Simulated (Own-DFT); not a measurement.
# How strain changes the stress of C40 NbSi2, 36 atoms (Nb12Si24)

Calculated results; nothing here was measured. The program, named Own-DFT, is a retired in-house plane-wave density functional code that no person has reviewed. Each row is one single-point run on a periodic cell that was not relaxed, without spin or spin-orbit coupling.

Settings of every run: PBE; PseudoDojo norm-conserving scalar-relativistic files; cutoff 42 hartree; 4 x 4 x 5 k mesh centred on Gamma; cold (Marzari-Vanderbilt) smearing of 0.2 eV.

Known limits: forces on such cells failed a check on a denser k mesh; stress not checked against mesh or cutoff.

Unstrained cell vectors in Å: (0.000, 8.324, 0.000); (-9.613, 0.000, 0.000); (0.000, 0.000, 6.586). The unstrained cell was taken from the Materials Project. The random moves and any unrelaxed bonds add to the pressure at no strain. Each run strains this cell uniformly, with the atoms carried along. Every atom was also moved at random, by a Gaussian of width 0.05 Å on each axis. Strain is the symmetric tensor, in per cent. Stress is positive in tension, and the pressure is minus a third of its trace.

```
run,e_xx (%),e_yy (%),e_zz (%),e_yz (%),e_xz (%),e_xy (%),s_xx (GPa),s_yy (GPa),s_zz (GPa),s_yz (GPa),s_xz (GPa),s_xy (GPa),P (GPa),E (meV/atom)
1,1.49,0.03,1.06,-0.22,0.99,1.61,3.57,-0.66,2.54,-0.96,2.48,4.50,-1.81,6.0
2,-1.59,-0.05,-0.81,-1.18,0.76,1.63,-9.53,-4.47,-8.92,-4.64,2.95,5.50,7.64,27.0
3,1.73,1.20,-1.25,1.55,0.38,0.01,3.09,1.67,-8.72,4.83,1.28,0.65,1.32,41.8
4,-0.18,0.03,1.85,0.20,-1.54,0.69,-1.63,-0.72,3.90,0.62,-4.55,2.22,-0.52,9.0
5,-0.68,-0.92,-1.70,-1.80,0.51,-1.36,-6.92,-8.11,-13.88,-6.58,2.16,-4.33,9.64,32.5
6,1.06,0.54,1.55,0.08,-0.33,1.21,3.35,1.45,4.15,0.41,-0.86,2.92,-2.98,3.1
7,1.12,0.71,0.21,-1.72,-0.03,0.35,2.14,1.30,-1.25,-4.98,-0.29,0.77,-0.73,6.7
8,-0.08,-0.82,-1.87,0.71,1.81,-0.98,-5.80,-7.29,-14.94,2.41,6.37,-2.45,9.34,52.5
9,-0.07,1.11,1.30,-1.47,-0.57,-1.32,-0.83,2.49,3.35,-3.72,-1.49,-3.55,-1.67,3.1
10,-1.93,-1.17,-1.95,-0.81,0.59,-1.13,-12.46,-10.70,-16.82,-3.15,2.62,-3.85,13.33,47.4
11,1.19,0.13,-1.17,-0.32,0.60,0.87,0.65,-1.21,-8.45,-1.16,2.17,2.12,3.00,10.2
12,-0.08,0.70,0.86,-0.48,0.25,-0.28,-1.66,0.92,0.96,-1.68,0.65,-0.84,-0.07,0.0
13,0.98,0.12,-1.79,0.71,0.51,-0.18,-0.34,-2.68,-12.56,2.87,2.01,-0.81,5.19,33.3
14,-1.44,1.39,1.48,0.49,-0.86,-1.92,-5.78,2.18,2.48,1.27,-2.40,-5.18,0.37,26.5
15,-0.02,0.65,-1.87,-1.22,-1.84,0.65,-3.84,-1.17,-13.42,-4.08,-6.97,1.77,6.14,34.4
16,1.27,-1.15,0.39,0.60,0.23,-0.98,?,?,?,?,?,?,?,?
```

E is the free energy for each atom above the lowest run shown.

## Worked fit

Each stress component was fitted by least squares to a constant and the strains of the runs shown, as fractions, with shears doubled. Shear strains stay in the fit of a normal stress only where such slopes are resolved. The slopes, in GPa:

| stress | at no strain | per e_xx | per e_yy | per e_zz | scatter |
|---|---|---|---|---|---|
| s_xx | -2.7 | 369 ± 7 | 71 ± 13 | 92 ± 6 | 0.29 |
| s_yy | -2.6 | 88 ± 11 | 372 ± 20 | 80 ± 10 | 0.46 |
| s_zz | -4.6 | 85 ± 8 | 117 ± 15 | 498 ± 7 | 0.30 |

Also, s_zz gains -23 ± 4 per 2 e_yz; s_zz gains 20 ± 5 per 2 e_xz.

Each shear stress against twice its own strain: yz 157 ± 7, xz 167 ± 8, xy 150 ± 6 GPa. These are stiffnesses along x, y and z of the frame in which the cell vectors are given, which need not be the crystal's axes. The atoms are held to the strained lattice; where symmetry lets them move under strain, relaxing them would lower some slopes. The table should be nearly symmetric about its diagonal, and what it lacks of that shows the noise. A ninth of its sum, 197 ± 5 GPa, estimates the bulk modulus near the mean pressure of these runs, 3.2 GPa, so it lies above the value at zero pressure.

## Withheld run

Question: what normal stresses and pressure should run 16 give?

The fit gives s_xx = 1.5, s_yy = -5.4, s_zz = -3.2 and P = 2.3 GPa. The calculation gave 1.21, -5.06, -1.85 and P = 1.90 GPa. This run lies off the fit, by chance or by something that the fit leaves out.
